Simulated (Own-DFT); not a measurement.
Simulation results for GaN (wurtzite, strained, atoms displaced)

A calculation, not a measurement: plane-wave PBE density functional theory by an unreviewed code, no spin, of a simulated periodic cell, stress positive in tension, free energy of the whole cell less one offset for each atom, forces on such cells passed a denser k mesh, this cell's mesh not checked; offsets are fitted by least squares, one for each functional and potential file, so energies compare only between cells with the same atoms and settings and are not formation energies; the far tail of each file's local potential was reset to the Coulomb form; each entry is a single point on an unrelaxed cell, so the pressure reflects the starting lattice, mostly measured values (interpolated for alloys), from which strain is counted, and rises with the displacements; printed positions are rounded, which can move forces by about a meV/angstrom; the program, named Own-DFT, is a retired in-house code; no spin-orbit coupling. Program: Own-DFT development build.

Common to all runs: functional PBE; potential files PseudoDojo norm-conserving, scalar-relativistic, standard set with the stringent files for Ga; wave cutoff 96 hartree; occupations Gaussian; smearing width 0.01 eV; k mesh 3 x 4 x 3 centred on Gamma.

(1) GaN (wurtzite, strained, atoms displaced)

```xyz
96
Lattice="12.7560 0.0000 0.0000 -4.7835 8.2853 0.0000 0.0000 0.0000 10.2404" Properties=species:S:1:pos:R:3 GaN
Ga    -0.0053     1.8218    10.2282
Ga     1.5375     0.9693     2.5299
N      0.0362     1.8745     1.9406
N      1.6050     0.9300     4.4515
Ga     0.0578     1.7685     5.1186
Ga     1.5692     0.9570     7.6668
N      0.0734     1.8378     6.9221
N      1.5521     0.9408     9.6689
Ga    -1.5492     4.6292    10.2273
Ga    -0.0190     3.6927     2.6137
N     -1.5312     4.6182     1.8954
N      0.0559     3.7786     4.4964
Ga    -1.5288     4.5452     5.0461
Ga     0.0773     3.6361     7.6290
N     -1.6071     4.7057     7.1148
N     -0.0566     3.6829     9.5390
Ga    -3.1564     7.3981     0.0619
Ga    -1.6454     6.3835     2.4548
N     -3.1629     7.3756     1.8945
N     -1.6025     6.3439     4.5091
Ga    -3.1607     7.3535     5.1316
Ga    -1.5324     6.5005     7.7004
N     -3.2204     7.3425     7.0509
N     -1.5906     6.3779     9.6577
Ga     3.1988     1.8520     0.0589
Ga     4.7640     0.9581     2.6475
N      3.2223     1.8841     1.8984
N      4.8307     0.8348     4.5062
Ga     3.2014     1.8759     5.2002
Ga     4.7941     0.8932     7.6395
N      3.2270     1.8504     7.1150
N      4.7574     0.8942     9.6485
Ga     1.5705     4.4588     0.0969
Ga     3.1721     3.6405     2.5687
N      1.5976     4.6504     1.9130
N      3.1992     3.7183     4.4154
Ga     1.6503     4.6535     5.1663
Ga     3.2752     3.6913     7.7939
N      1.6440     4.5893     7.1486
N      3.2274     3.7214     9.6386
Ga     0.0291     7.2618    10.1903
Ga     1.5447     6.4683     2.5818
N      0.0081     7.3524     1.8951
N      1.5601     6.3972     4.4763
Ga    -0.0878     7.3501     5.0531
Ga     1.6068     6.4585     7.7584
N     -0.0533     7.3789     7.0057
N      1.5903     6.4352     9.6369
Ga     6.4184     1.7767    10.2182
Ga     8.0377     1.0224     2.5087
N      6.3623     1.8640     1.8592
N      8.1165     0.8902     4.5227
Ga     6.3592     1.8730     5.0750
Ga     7.9812     0.9590     7.7454
N      6.3965     1.7721     7.1393
N      7.9371     0.9180     9.6552
Ga     4.7660     4.5708     0.0419
Ga     6.3830     3.6455     2.5304
N      4.7310     4.5604     1.9594
N      6.2954     3.6983     4.4748
Ga     4.8342     4.5533     5.1079
Ga     6.3345     3.6875     7.6873
N      4.6788     4.5903     7.0611
N      6.3005     3.6362     9.6392
Ga     3.0456     7.3657    10.2348
Ga     4.7555     6.5034     2.4850
N      3.2201     7.3621     1.9168
N      4.7811     6.4670     4.4634
Ga     3.1790     7.3606     5.0956
Ga     4.7713     6.4697     7.6787
N      3.2458     7.3685     7.0463
N      4.7399     6.4738     9.6808
Ga     9.5021     1.8066     0.0914
Ga    11.2556     0.9556     2.5510
N      9.5253     1.8435     1.9569
N     11.1721     0.9954     4.4994
Ga     9.5770     1.8827     5.1664
Ga    11.2231     0.9287     7.6765
N      9.6100     1.8733     7.1487
N     11.1054     0.9404     9.5563
Ga     7.9383     4.6691    10.2077
Ga     9.6062     3.6753     2.4713
N      7.9909     4.6433     1.9666
N      9.5128     3.6112     4.5219
Ga     8.0512     4.5493     5.0730
Ga     9.5249     3.6521     7.6150
N      7.9624     4.5718     7.0581
N      9.5434     3.7338     9.6256
Ga     6.3283     7.2448     0.0943
Ga     7.9238     6.4680     2.5554
N      6.3673     7.3949     1.8961
N      7.9963     6.5213     4.5153
Ga     6.3646     7.3366     5.2259
Ga     8.0019     6.3885     7.7093
N      6.4203     7.4109     7.0429
N      7.9852     6.4142     9.6464
```

* free energy of cell above offsets: -4.534 eV
* pressure: 9.4 GPa
* stress xx: -7.82 GPa
* stress yy: -7.27 GPa
* stress zz: -13.12 GPa
* stress yz: -0.32 GPa
* stress xz: 0.32 GPa
* stress xy: 0.58 GPa

Force:
```tsv
element	x (eV/Å)	y (eV/Å)	z (eV/Å)
Ga	-1.423	0.464	-0.363
Ga	2.067	-0.914	0.272
N	-0.818	0.585	-0.566
N	1.16	-0.304	0.35
Ga	-0.692	1.218	-1.909
Ga	0.851	-1.098	0.596
N	-0.784	0.193	2.606
N	0.936	-0.125	-0.922
Ga	-1.233	-1.588	-0.847
Ga	1.107	0.534	-0.558
N	-0.757	-1.315	0.444
N	0.505	-1.946	0.264
Ga	-1.461	0.327	2.131
Ga	-1.492	1.106	-0.105
N	0.435	-2.085	-1.315
N	1.293	-0.794	1.03
Ga	-0.257	-0.599	-1.967
Ga	1.064	1.507	1.527
N	-0.979	0.358	1.656
N	-0.662	1.226	-1.444
Ga	0.126	-0.066	-0.253
Ga	-1.569	-0.672	0.145
N	0.697	0.804	0.663
N	-0.232	1.941	-0.602
Ga	0.41	-0.334	-1.728
Ga	0.313	-0.798	-2.276
N	-0.775	-1.047	1.616
N	-0.75	1.814	0.544
Ga	-0.191	0.068	-1.097
Ga	-0.074	-0.087	1.337
N	-0.563	0.144	-0.317
N	0.186	-0.43	-0.703
Ga	-0.048	1.108	-2.15
Ga	-0.229	1.161	-0.685
N	-0.324	-0.944	1.474
N	-0.009	-0.823	2.169
Ga	0.089	-0.667	0.375
Ga	-1.851	-0.578	-0.938
N	0.318	0.392	-0.939
N	-1.176	-1.043	0.992
Ga	-1.043	1.747	0.883
Ga	0.897	0.036	-0.569
N	-0.708	0.55	0.689
N	0.258	1.37	0.629
Ga	1.013	-1.396	0.725
Ga	0.008	-0.1	-1.669
N	1.582	-0.046	0.171
N	-0.374	-1.594	-0.222
Ga	-2.107	0.94	-0.268
Ga	-2.37	-2.341	1.623
N	0.329	-0.672	1.775
N	-2.321	0.796	-0.825
Ga	1.399	-1.103	1.052
Ga	0.828	-0.812	-0.8
N	-0.283	1.407	-1.611
N	0.908	-0.618	-0.265
Ga	0.302	0.872	0.202
Ga	-0.358	1.017	-0.312
N	1.042	0.877	0.027
N	2.508	-0.999	-0.215
Ga	-2.118	1.961	0.163
Ga	0.042	-0.321	0.119
N	2.485	0.835	-0.634
N	1.05	0.586	-0.311
Ga	2.226	0.085	0.69
Ga	0.374	-1.386	1.249
N	-1.553	1.16	0.187
N	0.416	-0.619	0.302
Ga	0.008	-0.237	0.049
Ga	0.663	-0.203	0.672
N	-1.261	0.5	0.396
N	-0.419	-0.787	-0.88
Ga	1.085	1.033	-2.35
Ga	-1.539	-0.457	0.672
N	2.757	0.725	-0.15
N	0.232	-0.849	-0.106
Ga	0.599	-1.39	0.572
Ga	-0.347	0.37	-0.099
N	-0.278	-1.211	-1.246
N	0.572	-0.63	1.82
Ga	0.274	-2.158	0.565
Ga	-0.449	0.622	0.829
N	-0.302	-0.478	-0.262
N	1.916	1.052	-1.612
Ga	-1.925	1.72	0.55
Ga	1.47	1.54	1.727
N	-0.853	0.119	-0.636
N	-0.115	-0.866	0.323
Ga	0.605	1.662	-2.943
Ga	0.727	0.088	0.601
N	0.352	0.367	1.928
N	-0.547	-1.268	-0.38
Ga	-0.075	0.569	-2.611
Ga	-0.263	0.599	-0.237
N	-0.26	-1.036	1.831
N	-0.267	1.682	-0.313
```

(2) GaN (wurtzite, strained, atoms displaced)

```xyz
96
Lattice="12.7560 0.0000 0.0000 -4.7835 8.2853 0.0000 0.0000 0.0000 10.2404" Properties=species:S:1:pos:R:3 GaN
Ga    -0.0646     1.8371    10.2178
Ga     1.6703     1.0311     2.6169
N      0.0760     1.8349     1.8562
N      1.5893     1.0090     4.4933
Ga    -0.0013     1.7670     5.2163
Ga     1.5713     0.9362     7.6462
N      0.0518     1.8225     7.0007
N      1.5853     0.8425     9.7132
Ga    -1.5789     4.6990     0.0377
Ga     0.0177     3.7453     2.4829
N     -1.5881     4.6413     1.8776
N     -0.0046     3.6621     4.5653
Ga    -1.5481     4.6024     5.0808
Ga     0.0635     3.7146     7.7034
N     -1.5206     4.6506     7.0120
N      0.0249     3.7002     9.5620
Ga    -3.1585     7.3207    10.2355
Ga    -1.5805     6.3860     2.5737
N     -3.1916     7.4162     1.8856
N     -1.6594     6.3702     4.5066
Ga    -3.1509     7.3717     5.1956
Ga    -1.6161     6.4965     7.7300
N     -3.1418     7.2980     7.0081
N     -1.5636     6.4781     9.5664
Ga     3.2562     1.8294     0.0505
Ga     4.7076     0.8992     2.5262
N      3.2391     1.8052     1.8878
N      4.7417     0.9385     4.5312
Ga     3.2398     1.8532     5.1565
Ga     4.7488     0.9479     7.7126
N      3.1896     1.7552     7.0960
N      4.7581     0.9252     9.6564
Ga     1.5350     4.6515    10.1928
Ga     3.2222     3.6750     2.5323
N      1.7031     4.6189     1.9414
N      3.2022     3.6495     4.5534
Ga     1.6476     4.6030     5.1712
Ga     3.1580     3.6715     7.6567
N      1.5309     4.6194     7.0134
N      3.1889     3.6409     9.6888
Ga     0.0419     7.3481     0.0248
Ga     1.5827     6.4119     2.5793
N     -0.0460     7.2650     1.8873
N      1.5435     6.4887     4.4054
Ga     0.0230     7.3164     5.1633
Ga     1.6574     6.4592     7.6746
N     -0.0401     7.4343     7.0380
N      1.6119     6.4958     9.6014
Ga     6.4025     1.8370     0.0069
Ga     7.8977     0.9092     2.4954
N      6.3371     1.8900     2.0541
N      7.9568     0.8622     4.4427
Ga     6.4847     1.8556     5.1396
Ga     7.9309     0.9427     7.7656
N      6.3209     1.7959     7.0470
N      8.0185     0.8977     9.5738
Ga     4.8811     4.5861    10.2169
Ga     6.3564     3.8227     2.6086
N      4.7440     4.6513     1.9237
N      6.4803     3.7433     4.5477
Ga     4.7801     4.7113     5.0923
Ga     6.3403     3.7114     7.7005
N      4.7970     4.5131     7.0018
N      6.3455     3.6795     9.5371
Ga     3.1219     7.3414    10.1933
Ga     4.8893     6.5094     2.6148
N      3.1191     7.3516     1.8692
N      4.7992     6.4764     4.5323
Ga     3.2258     7.3093     5.0983
Ga     4.8343     6.4366     7.6789
N      3.2946     7.2752     7.0132
N      4.7700     6.4994     9.6019
Ga     9.5777     1.8766    10.2337
Ga    11.1695     0.8384     2.4898
N      9.5217     1.8309     1.9935
N     11.2480     0.9489     4.4107
Ga     9.6209     1.8257     5.0876
Ga    11.1901     1.0019     7.5920
N      9.5258     1.8163     7.0389
N     11.1285     0.9248     9.5195
Ga     8.0014     4.5837    10.1854
Ga     9.5198     3.6704     2.5025
N      7.9423     4.5978     1.9230
N      9.5966     3.6599     4.5992
Ga     7.9137     4.5592     5.0936
Ga     9.6169     3.7123     7.6289
N      7.9310     4.5955     7.1581
N      9.4820     3.6605     9.5596
Ga     6.4123     7.2883     0.1578
Ga     7.9683     6.4265     2.5008
N      6.4089     7.4852     1.8960
N      7.9196     6.4798     4.4133
Ga     6.4190     7.3598     5.0642
Ga     7.9591     6.5353     7.6995
N      6.3763     7.3471     7.1159
N      8.0373     6.4941     9.5786
```

- free energy of cell above offsets: -3.243 eV
- pressure: 9.68 GPa
- stress xx: -8.32 GPa
- stress yy: -6.2 GPa
- stress zz: -14.5 GPa
- stress yz: -0.05 GPa
- stress xz: 0.32 GPa
- stress xy: 0.59 GPa

Force:
```tsv
element	x (eV/Å)	y (eV/Å)	z (eV/Å)
Ga	1.012	-0.544	-0.573
Ga	-1.205	-1.435	-1.104
N	-1.17	0.773	1.214
N	0.752	-1.205	0.9
Ga	0.363	1.525	-3.376
Ga	0.759	-1.215	1.854
N	-0.536	0.791	2.426
N	0.224	1.602	-1.945
Ga	-0.423	-1.209	-2.235
Ga	0.49	-1.42	1.405
N	-0.528	-1.226	1.065
N	0.991	-0.093	-1.466
Ga	-0.414	-0.668	0.781
Ga	-1.668	-0.341	-1.203
N	-0.469	-0.42	1.075
N	-0.895	0.037	1.241
Ga	0.162	0.865	0.354
Ga	-1.341	1.525	0.336
N	0.269	-0.745	1.463
N	0.927	1.486	-0.53
Ga	-0.618	0.113	-2.823
Ga	1.178	-0.988	-1.614
N	-1.294	1.27	1.636
N	0.22	-0.335	1.349
Ga	-1.986	-0.154	-1.559
Ga	1.688	-0.809	1.421
N	-0.609	1.353	1.45
N	1.276	-0.678	-0.833
Ga	-0.591	-0.448	0.193
Ga	0.622	-0.588	0.062
N	-0.802	1.684	-0.335
N	1.46	-0.542	-0.217
Ga	1.724	-0.721	0.802
Ga	-0.024	-0.424	0.706
N	-1.641	-0.267	-0.727
N	0.557	1.233	-1.066
Ga	-1.203	-0.03	-2.072
Ga	0.381	-0.349	0.736
N	1.77	0.392	1.407
N	0.004	1.157	-1.166
Ga	-0.787	0.648	-0.857
Ga	0.145	0.522	-1.383
N	0.751	0.945	1.018
N	1.167	-1.03	2.292
Ga	-1.072	1.047	-0.846
Ga	-0.892	0.47	-0.682
N	0.972	-1.127	1.048
N	-1.032	-1.101	-0.735
Ga	-0.283	0.061	0.535
Ga	0.267	-0.353	0.701
N	-0.325	0.408	-1.64
N	0.954	0.202	0.47
Ga	-1.46	-0.483	-0.54
Ga	0.395	-0.429	-2.774
N	0.985	0.655	0.592
N	-0.89	0.371	2.177
Ga	-2.227	0.929	0.067
Ga	-0.363	-1.871	-0.036
N	1.283	0.603	0.443
N	-3.815	-1.579	-1.381
Ga	0.348	-2.457	0.527
Ga	0.672	-1.06	-1.598
N	-0.971	1.327	0.491
N	1.138	-0.521	2.023
Ga	2.033	0.55	0.773
Ga	-2.233	-0.248	-1.266
N	1.204	0.141	0.858
N	0.54	0.273	-1.183
Ga	-1.461	1.319	0.019
Ga	0.047	-0.769	0.345
N	-1.517	1.068	0.432
N	0.689	-1.067	0.715
Ga	0.289	-0.791	-0.015
Ga	0.719	4.899	1.29
N	0.627	-0.148	-1.171
N	-1.176	-0.959	0.764
Ga	-0.684	-0.583	-0.162
Ga	-1.006	-1.223	0.932
N	0.406	0.397	-0.203
N	0.224	-0.158	1.329
Ga	-0.967	0.76	-0.256
Ga	0.834	-0.021	1.538
N	0.227	0.41	-0.793
N	-0.672	0.557	-1.808
Ga	3.664	2.354	2.148
Ga	-0.38	0.025	-0.47
N	0.679	0.756	-1.372
N	1.995	0.435	0.692
Ga	-0.367	0.919	-5.619
Ga	1.483	1.058	0.401
N	-0.274	-3.834	2.107
N	1.274	-0.872	0.688
Ga	-0.139	0.993	1.483
Ga	0.424	-1.431	-0.633
N	0.385	1.184	-1.892
N	-1.241	-1.126	1.383
```
